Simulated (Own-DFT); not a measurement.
# Energy and forces against displacement in diamond germanium, 16 atoms (Ge16)

All numbers below are calculated, not measured. The program, named Own-DFT, is a retired in-house plane-wave density functional code that no person has reviewed. Each row is one single-point run on a periodic cell that was not relaxed, without spin or spin-orbit coupling.

Settings of every run: PBE; PseudoDojo norm-conserving scalar-relativistic files; cutoff 42 hartree; 5 x 5 x 5 k mesh centred on Gamma; Fermi-Dirac smearing of 0.1 eV.

Known limits: k mesh not checked against a denser one; stress not checked against mesh or cutoff.

Cell vectors in Å: (0.000, 5.658, 5.658); (5.658, 0.000, 5.658); (5.658, 5.658, 0.000). In each run every atom was moved at random and independently from its ideal site; u is the rms move along one axis. E is the free energy for each atom above the fitted value at u = 0, and F the rms of the force components.

```
run,u (Å),E (meV/atom),F (eV/Å),largest force (eV/Å),P (GPa)
1,0.0189,5.8,0.284,0.76,3.87
2,0.0194,7.2,0.318,0.75,3.90
3,0.0200,6.3,0.291,0.86,3.89
4,0.0510,51.5,0.887,3.28,4.49
5,0.0514,?,?,?,?
6,0.0921,161.8,1.321,3.38,5.56
7,0.1021,151.1,1.330,3.21,5.74
8,0.1632,494.8,2.731,7.23,10.44
```

## Worked fit

For small independent moves the energy grows as E = (3/2) K u², with K the mean stiffness felt by one atom. The runs with u up to 0.11 Å give K = 11.7 ± 0.9 eV/Å², with residuals divided by u² + 0.0006 Å², since the noise grows with the moves. The scatter is 6.0 meV/atom at u = 0.05 Å. The forces follow F = G u with G = 15.2 eV/Å²; no force at u = 0 is resolved. G exceeds K because the moves of its neighbours add to the force on an atom, and stiffness differs between atoms. At u = 0.163 Å the parabola gives 467 meV/atom and the run 495. The pressure follows P = 3.86 + 191 u² GPa: at fixed volume, shortened bonds push harder than stretched ones pull.

## Withheld run

Question: what energy and rms force should run 5 give?

The fit gives 46 ± 7 meV/atom and about 0.78 eV/Å. The calculation gave 43.3 meV/atom and 0.732 eV/Å.
